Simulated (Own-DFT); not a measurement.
GaN (wurtzite, atoms displaced) (calculated)

Computed with Own-DFT development build. A calculation, not a measurement: plane-wave PBE density functional theory by an unreviewed code, no spin, of a simulated periodic cell, stress positive in tension, free energy of the whole cell less one offset for each atom, forces on such cells passed a denser k mesh, this cell's mesh not checked; offsets are fitted by least squares, one for each functional and potential file, so energies compare only between cells with the same atoms and settings and are not formation energies; the far tail of each file's local potential was reset to the Coulomb form; each entry is a single point on an unrelaxed cell, so the pressure reflects the starting lattice, mostly measured values (interpolated for alloys), from which strain is counted, and rises with the displacements; printed positions are rounded, which can move forces by about a meV/angstrom; the program, named Own-DFT, is a retired in-house code; no spin-orbit coupling.

Settings shared by all entries: functional PBE; potential files PseudoDojo norm-conserving, scalar-relativistic, standard set with the stringent files for Ga; wave cutoff 96 hartree; occupations Gaussian; smearing width 0.01 eV; k mesh 3 x 4 x 3 centred on Gamma.

(1) 
```cif
# cell vector a (Å): 12.7560 0.0000 0.0000
# cell vector b (Å): -4.7835 8.2853 0.0000
# cell vector c (Å): 0.0000 0.0000 10.3700
data_GaN
_symmetry_space_group_name_H-M 'P 1'
_symmetry_Int_Tables_number 1
_cell_length_a 12.7560
_cell_length_b 9.5670
_cell_length_c 10.3700
_cell_angle_alpha 90.000
_cell_angle_beta 90.000
_cell_angle_gamma 120.000
_cell_volume 1095.98
loop_
_atom_site_label
_atom_site_type_symbol
_atom_site_fract_x
_atom_site_fract_y
_atom_site_fract_z
_atom_site_occupancy
Ga1 Ga 0.08213 0.21796 0.00082 1
Ga2 Ga 0.16646 0.11038 0.25071 1
N1 N 0.08304 0.22464 0.18909 1
N2 N 0.16468 0.11465 0.43908 1
Ga3 Ga 0.08378 0.22113 0.49994 1
Ga4 Ga 0.16322 0.10927 0.74726 1
N3 N 0.08452 0.22140 0.68688 1
N4 N 0.16728 0.11132 0.94214 1
Ga5 Ga 0.08316 0.55734 0.99958 1
Ga6 Ga 0.16507 0.44275 0.25218 1
N5 N 0.08019 0.55958 0.18942 1
N6 N 0.16803 0.44444 0.43851 1
Ga7 Ga 0.08394 0.55603 0.49675 1
Ga8 Ga 0.16772 0.44683 0.74635 1
N7 N 0.08189 0.55700 0.68896 1
N8 N 0.16609 0.44229 0.93661 1
Ga9 Ga 0.07941 0.88609 0.00021 1
Ga10 Ga 0.16741 0.77770 0.25001 1
N9 N 0.08430 0.89205 0.18892 1
N10 N 0.16401 0.77884 0.43886 1
Ga11 Ga 0.08291 0.88674 0.50106 1
Ga12 Ga 0.16696 0.77729 0.74946 1
N11 N 0.08592 0.89041 0.68886 1
N12 N 0.16743 0.77499 0.93648 1
Ga13 Ga 0.33197 0.21788 0.00401 1
Ga14 Ga 0.42049 0.11088 0.25073 1
N13 N 0.33338 0.22082 0.19015 1
N14 N 0.41863 0.10828 0.43747 1
Ga15 Ga 0.33618 0.22283 0.50125 1
Ga16 Ga 0.41628 0.11185 0.74742 1
N15 N 0.33232 0.22169 0.69121 1
N16 N 0.41926 0.11331 0.94001 1
Ga17 Ga 0.33292 0.55248 0.00006 1
Ga18 Ga 0.42000 0.44505 0.25234 1
N17 N 0.33333 0.55863 0.19013 1
N18 N 0.41453 0.44300 0.43722 1
Ga19 Ga 0.33111 0.55318 0.49911 1
Ga20 Ga 0.41587 0.44181 0.74947 1
N19 N 0.33490 0.55690 0.69212 1
N20 N 0.41593 0.44335 0.93830 1
Ga21 Ga 0.33198 0.88507 0.00107 1
Ga22 Ga 0.41958 0.77926 0.25105 1
N21 N 0.33256 0.88909 0.18689 1
N22 N 0.41511 0.77909 0.43875 1
Ga23 Ga 0.33470 0.89548 0.49874 1
Ga24 Ga 0.41794 0.77897 0.75087 1
N23 N 0.33044 0.88562 0.68572 1
N24 N 0.41816 0.78341 0.93746 1
Ga25 Ga 0.58074 0.21904 0.00215 1
Ga26 Ga 0.66506 0.11104 0.24967 1
N25 N 0.58557 0.22493 0.18879 1
N26 N 0.66643 0.10872 0.43537 1
Ga27 Ga 0.58331 0.21990 0.49561 1
Ga28 Ga 0.66579 0.11125 0.75120 1
N27 N 0.58244 0.22237 0.69120 1
N28 N 0.66734 0.11291 0.93695 1
Ga29 Ga 0.58291 0.55513 0.00011 1
Ga30 Ga 0.66798 0.44424 0.24848 1
N29 N 0.58317 0.55398 0.18845 1
N30 N 0.66432 0.44257 0.43688 1
Ga31 Ga 0.58685 0.55567 0.50004 1
Ga32 Ga 0.66713 0.44148 0.74967 1
N31 N 0.58089 0.55347 0.69234 1
N32 N 0.66511 0.44248 0.93620 1
Ga33 Ga 0.58159 0.88559 0.00102 1
Ga34 Ga 0.66499 0.77689 0.25120 1
N33 N 0.58251 0.89065 0.18900 1
N34 N 0.66764 0.77841 0.43840 1
Ga35 Ga 0.58392 0.88914 0.50358 1
Ga36 Ga 0.66494 0.77944 0.75313 1
N35 N 0.58025 0.88659 0.69103 1
N36 N 0.66411 0.77553 0.94011 1
Ga37 Ga 0.83236 0.21887 0.99997 1
Ga38 Ga 0.91562 0.11117 0.24899 1
N37 N 0.83588 0.22474 0.18862 1
N38 N 0.91748 0.11160 0.43933 1
Ga39 Ga 0.82953 0.22225 0.49518 1
Ga40 Ga 0.91577 0.11246 0.75193 1
N39 N 0.82909 0.21859 0.68660 1
N40 N 0.91826 0.11131 0.94031 1
Ga41 Ga 0.83455 0.55691 0.99964 1
Ga42 Ga 0.91599 0.44336 0.24961 1
N41 N 0.83277 0.55607 0.18454 1
N42 N 0.91361 0.44341 0.43879 1
Ga43 Ga 0.83201 0.55473 0.49872 1
Ga44 Ga 0.91531 0.44368 0.74761 1
N43 N 0.83320 0.55802 0.68759 1
N44 N 0.91555 0.44313 0.94158 1
Ga45 Ga 0.83084 0.88551 0.00083 1
Ga46 Ga 0.91871 0.77985 0.25160 1
N45 N 0.83700 0.89165 0.18629 1
N46 N 0.91664 0.77532 0.43471 1
Ga47 Ga 0.83286 0.88882 0.50062 1
Ga48 Ga 0.91653 0.77677 0.75194 1
N47 N 0.83474 0.89224 0.68956 1
N48 N 0.91784 0.78150 0.93867 1
_calc_free_energy_of_cell_above_offsets '-10.394'  # eV
_calc_pressure 5.4  # GPa
_calc_stress_xx -5.26  # GPa
_calc_stress_yy -5.2  # GPa
_calc_stress_zz -5.73  # GPa
_calc_stress_yz -0.3  # GPa
_calc_stress_xz 0.18  # GPa
_calc_stress_xy -0.23  # GPa
```

Force:
```
element  x (eV/Å)  y (eV/Å)  z (eV/Å)
     Ga     0.127     0.767     0.037
     Ga    -0.145     0.426     0.032
      N     0.194    -0.299     0.047
      N     1.247    -0.718     0.016
     Ga    -0.589     0.223     0.085
     Ga     0.549     0.266     0.885
      N    -0.712     0.307     0.221
      N    -0.037    -0.469    -0.711
     Ga     0.323    -0.631      0.02
     Ga    -0.043     0.545    -0.612
      N     0.884    -0.478    -0.038
      N    -0.629    -0.091     0.161
     Ga    -0.242    -0.084     0.478
     Ga    -0.104     -0.28     0.558
      N     0.184    -0.356    -0.554
      N    -0.184     0.112     0.214
     Ga     1.014     0.504     0.095
     Ga    -0.325      0.37     0.035
      N     0.143     -0.45    -0.106
      N      0.77         0    -0.213
     Ga    -0.475     0.553    -0.125
     Ga    -0.042     0.027     0.057
      N    -0.562    -0.482    -0.027
      N    -0.594      0.49     0.279
     Ga     0.113     0.447    -0.486
     Ga    -0.789    -0.109    -0.482
      N     0.289     0.152      0.38
      N    -0.548     0.866    -0.045
     Ga     -0.62    -0.165    -0.127
     Ga    -0.014     -0.44     0.744
      N    -0.018    -0.216    -0.619
      N    -0.579    -0.712     -0.34
     Ga    -0.322     0.327    -0.037
     Ga    -0.872    -0.235    -0.548
      N     0.341    -0.429    -0.098
      N     0.672     0.259     0.589
     Ga     0.412     0.644     0.467
     Ga    -0.212     0.195     0.443
      N    -0.097    -0.107    -0.793
      N     0.156    -0.186     0.248
     Ga    -0.177     0.674    -0.309
     Ga     -0.82     -0.23     0.031
      N     0.421      0.03     0.513
      N     0.413    -0.036     0.197
     Ga    -0.039    -1.467     0.242
     Ga    -0.738    -0.223    -0.051
      N     0.433     0.577     0.267
      N      0.21    -0.912     0.233
     Ga     0.479      0.54    -0.523
     Ga     0.682     0.176    -0.381
      N    -0.065    -0.318     0.098
      N    -0.419    -0.095     0.314
     Ga     0.171     0.233      0.95
     Ga    -0.149    -0.111    -0.062
      N     0.218    -0.292    -1.113
      N     0.029    -0.532     0.597
     Ga    -0.011    -0.548    -0.225
     Ga    -0.037     0.432    -0.072
      N     0.146      0.37     0.054
      N     0.485    -0.092     0.003
     Ga     -1.01    -0.003     0.493
     Ga    -0.468     0.457     0.162
      N     0.589     0.407    -0.706
      N     0.275     0.231     0.568
     Ga    -0.129     0.673    -0.159
     Ga     0.515      0.27    -0.359
      N     0.548    -0.074    -0.116
      N    -0.224    -0.127     0.164
     Ga    -0.315    -0.389    -0.328
     Ga      0.51    -0.382    -0.389
      N     0.519     0.565    -0.338
      N     0.245     0.275     0.024
     Ga     -0.03     0.415     0.034
     Ga     0.352     0.079     0.305
      N    -0.628    -0.544      0.02
      N    -0.405    -0.017    -0.223
     Ga     0.965    -0.165      0.64
     Ga     0.234     0.204    -0.274
      N     0.312     0.435    -0.096
      N     -0.46    -0.439    -0.266
     Ga    -0.383    -0.344    -0.348
     Ga    -0.349     0.368    -0.092
      N     0.118      0.16     0.756
      N     0.392     0.152    -0.202
     Ga    -0.038     0.171     0.104
     Ga     0.038    -0.164     0.483
      N     0.084    -0.256    -0.085
      N     0.087     0.036    -0.761
     Ga     0.022     0.457    -0.176
     Ga    -0.082    -0.261    -0.699
      N    -0.723     -0.52     0.494
      N    -0.344     0.221     0.944
     Ga     0.408       0.2    -0.001
     Ga    -0.035     0.445    -0.378
      N    -0.187    -0.572     0.059
      N    -0.295    -0.685    -0.147
```

(2) 
```cif
# cell vector a (Å): 12.7560 0.0000 0.0000
# cell vector b (Å): -4.7835 8.2853 0.0000
# cell vector c (Å): 0.0000 0.0000 10.3700
data_GaN
_symmetry_space_group_name_H-M 'P 1'
_symmetry_Int_Tables_number 1
_cell_length_a 12.7560
_cell_length_b 9.5670
_cell_length_c 10.3700
_cell_angle_alpha 90.000
_cell_angle_beta 90.000
_cell_angle_gamma 120.000
_cell_volume 1095.98
loop_
_atom_site_label
_atom_site_type_symbol
_atom_site_fract_x
_atom_site_fract_y
_atom_site_fract_z
_atom_site_occupancy
Ga1 Ga 0.08087 0.21900 0.99919 1
Ga2 Ga 0.16806 0.11214 0.25091 1
N1 N 0.08149 0.21805 0.19040 1
N2 N 0.16549 0.11273 0.43647 1
Ga3 Ga 0.08027 0.22040 0.50059 1
Ga4 Ga 0.16833 0.11300 0.74926 1
N3 N 0.08246 0.22213 0.69040 1
N4 N 0.16445 0.10999 0.93942 1
Ga5 Ga 0.08097 0.55548 0.99903 1
Ga6 Ga 0.16817 0.44578 0.25068 1
N5 N 0.08257 0.55636 0.18568 1
N6 N 0.16586 0.44210 0.43734 1
Ga7 Ga 0.08449 0.55545 0.49792 1
Ga8 Ga 0.16776 0.44299 0.74986 1
N7 N 0.08484 0.55875 0.68937 1
N8 N 0.16811 0.44883 0.93876 1
Ga9 Ga 0.08417 0.89236 0.00002 1
Ga10 Ga 0.16520 0.77671 0.25021 1
N9 N 0.08292 0.88798 0.18972 1
N10 N 0.16705 0.77902 0.44064 1
Ga11 Ga 0.08447 0.89066 0.50073 1
Ga12 Ga 0.16629 0.77412 0.75338 1
N11 N 0.08216 0.88926 0.68845 1
N12 N 0.16686 0.77956 0.93892 1
Ga13 Ga 0.33596 0.22764 0.99956 1
Ga14 Ga 0.41894 0.11281 0.25033 1
N13 N 0.33358 0.22296 0.18970 1
N14 N 0.41741 0.10872 0.43874 1
Ga15 Ga 0.33563 0.22633 0.50046 1
Ga16 Ga 0.41468 0.11158 0.75060 1
N15 N 0.33550 0.22383 0.68780 1
N16 N 0.41513 0.11190 0.93817 1
Ga17 Ga 0.33296 0.55194 0.99820 1
Ga18 Ga 0.41915 0.44231 0.25444 1
N17 N 0.33258 0.55048 0.19072 1
N18 N 0.41579 0.44294 0.43678 1
Ga19 Ga 0.33366 0.55623 0.49734 1
Ga20 Ga 0.41877 0.45199 0.74639 1
N19 N 0.33094 0.55382 0.68951 1
N20 N 0.41761 0.44043 0.93932 1
Ga21 Ga 0.33176 0.89025 0.99938 1
Ga22 Ga 0.41988 0.77971 0.25023 1
N21 N 0.33317 0.88906 0.19468 1
N22 N 0.41822 0.77692 0.43563 1
Ga23 Ga 0.33008 0.88498 0.50146 1
Ga24 Ga 0.41707 0.77794 0.74931 1
N23 N 0.33123 0.88437 0.68823 1
N24 N 0.41364 0.77779 0.93779 1
Ga25 Ga 0.58161 0.22489 0.00105 1
Ga26 Ga 0.66663 0.11426 0.24849 1
N25 N 0.57973 0.21875 0.18473 1
N26 N 0.66649 0.11261 0.44061 1
Ga27 Ga 0.58314 0.22280 0.50026 1
Ga28 Ga 0.66863 0.11068 0.75136 1
N27 N 0.58617 0.22445 0.68905 1
N28 N 0.66446 0.11115 0.93567 1
Ga29 Ga 0.58407 0.55924 0.99804 1
Ga30 Ga 0.66845 0.44787 0.25104 1
N29 N 0.58453 0.55942 0.18825 1
N30 N 0.66641 0.44546 0.44095 1
Ga31 Ga 0.58132 0.55620 0.49645 1
Ga32 Ga 0.66284 0.44001 0.74967 1
N31 N 0.58538 0.55576 0.68783 1
N32 N 0.66765 0.44606 0.93760 1
Ga33 Ga 0.58475 0.88977 0.99489 1
Ga34 Ga 0.66628 0.77911 0.25095 1
N33 N 0.58428 0.88856 0.18649 1
N34 N 0.66453 0.77788 0.43824 1
Ga35 Ga 0.58334 0.88668 0.50344 1
Ga36 Ga 0.66461 0.77741 0.74817 1
N35 N 0.58376 0.88791 0.68989 1
N36 N 0.66652 0.77728 0.93801 1
Ga37 Ga 0.83081 0.22139 0.00203 1
Ga38 Ga 0.91558 0.10852 0.24802 1
N37 N 0.83380 0.22089 0.18983 1
N38 N 0.91594 0.11109 0.43797 1
Ga39 Ga 0.82888 0.21717 0.49528 1
Ga40 Ga 0.91547 0.10825 0.74916 1
N39 N 0.83469 0.22070 0.68637 1
N40 N 0.91870 0.11238 0.94081 1
Ga41 Ga 0.83140 0.55442 0.00009 1
Ga42 Ga 0.91726 0.44422 0.24780 1
N41 N 0.83368 0.55718 0.18630 1
N42 N 0.91934 0.44861 0.43905 1
Ga43 Ga 0.83263 0.55432 0.50396 1
Ga44 Ga 0.91715 0.44189 0.75166 1
N43 N 0.83623 0.55968 0.68631 1
N44 N 0.91714 0.44567 0.93693 1
Ga45 Ga 0.83457 0.88768 0.99997 1
Ga46 Ga 0.91658 0.78056 0.25068 1
N45 N 0.83176 0.89046 0.19131 1
N46 N 0.91641 0.77499 0.44338 1
Ga47 Ga 0.83541 0.89114 0.50394 1
Ga48 Ga 0.91656 0.78189 0.75115 1
N47 N 0.83286 0.89009 0.68763 1
N48 N 0.91620 0.77674 0.93868 1
_calc_free_energy_of_cell_above_offsets '-10.406'  # eV
_calc_pressure 5.39  # GPa
_calc_stress_xx -5.37  # GPa
_calc_stress_yy -5.17  # GPa
_calc_stress_zz -5.65  # GPa
_calc_stress_yz 0.06  # GPa
_calc_stress_xz -0.05  # GPa
_calc_stress_xy -0.19  # GPa
```

Force:
```
element  x (eV/Å)  y (eV/Å)  z (eV/Å)
     Ga     0.395     0.901     0.485
     Ga    -0.153     -0.16    -0.236
      N    -0.003     0.544     -0.39
      N     0.418     0.037     0.669
     Ga     0.283      0.18    -0.022
     Ga    -0.094    -0.294     0.103
      N     0.181    -0.109    -0.307
      N     0.542     0.581    -0.271
     Ga     0.502     0.225    -0.008
     Ga    -0.288     -0.44    -0.459
      N     0.289    -0.184     0.383
      N     0.079     0.235     0.316
     Ga    -0.199     0.083     0.547
     Ga    -0.816     0.155     0.233
      N     0.195    -0.813    -0.215
      N    -0.088    -0.777    -0.039
     Ga     0.041    -0.512       0.2
     Ga     0.183     0.121     0.187
      N    -0.122     0.208    -0.166
      N     -0.15    -0.269    -0.443
     Ga    -0.129    -0.093     0.039
     Ga    -0.508     0.532    -0.459
      N     0.441     0.214     0.306
      N    -0.256    -0.104     0.255
     Ga    -0.413     -1.12      0.44
     Ga    -0.672    -0.488     0.215
      N     0.319     -0.07      -0.2
      N    -0.346      0.28     0.199
     Ga      -0.1    -1.007    -0.209
     Ga     0.665    -0.286    -0.255
      N    -0.372     0.372     0.063
      N     0.128      0.02     0.028
     Ga    -0.082     0.415     0.629
     Ga    -0.486      0.25    -1.161
      N     0.271       0.6    -0.353
      N     0.025     0.305     0.723
     Ga    -0.269     -0.12     0.172
     Ga     0.377    -0.873     0.524
      N     0.453     0.473    -0.658
      N    -0.324      1.14    -0.772
     Ga      0.26    -0.095     0.718
     Ga    -0.327    -0.461    -0.512
      N      0.07    -0.069    -0.956
      N    -0.222     0.124     0.813
     Ga      0.55     0.367    -0.333
     Ga    -0.357    -0.062     0.227
      N     0.119     0.642     0.201
      N     0.648    -0.084     0.071
     Ga     0.166    -0.234    -0.681
     Ga     0.062     -0.59     0.238
      N     0.608     0.935     0.665
      N     -0.41    -0.595    -0.632
     Ga    -0.086    -0.055     0.202
     Ga    -0.193     0.371    -0.555
      N    -0.364    -0.869    -0.044
      N     0.202     0.255     0.631
     Ga     0.215     -0.47      0.43
     Ga    -0.108    -0.272    -0.118
      N     0.192    -0.433     0.001
      N     -0.05    -0.092    -0.509
     Ga     0.504     0.069     0.487
     Ga     0.911     0.859    -0.037
      N    -0.552      0.16    -0.301
      N     -0.39    -0.153     0.087
     Ga    -0.616    -0.198     0.653
     Ga    -0.066     0.079    -0.058
      N    -0.102     0.469    -0.191
      N     0.575     0.155     0.272
     Ga    -0.371     0.384    -0.565
     Ga     0.729    -0.143      0.26
      N     -0.33     0.133    -0.048
      N     0.166     0.345    -0.353
     Ga      0.33     0.077     -0.39
     Ga     0.216      0.38     0.478
      N     -0.43     0.204    -0.185
      N      -0.1    -0.234    -0.091
     Ga      0.71     1.106     0.558
     Ga    -0.001     0.509     0.405
      N    -0.279    -0.004     0.069
      N    -0.928    -0.444    -0.442
     Ga     0.327     0.203    -0.272
     Ga    -0.131     0.261     0.509
      N      0.02    -0.134     0.384
      N    -0.319    -0.793    -0.384
     Ga     0.272     0.084    -0.524
     Ga    -0.247     0.393    -0.765
      N    -0.346    -0.585     1.182
      N    -0.341    -0.455     0.465
     Ga    -0.298     0.179     0.261
     Ga     0.141    -0.238     0.451
      N     0.314    -0.508    -0.587
      N    -0.303     0.488     -0.74
     Ga    -0.143    -0.447    -0.919
     Ga     0.375    -0.566    -0.241
      N    -0.233     -0.23     0.529
      N     0.043     0.129      0.09
```
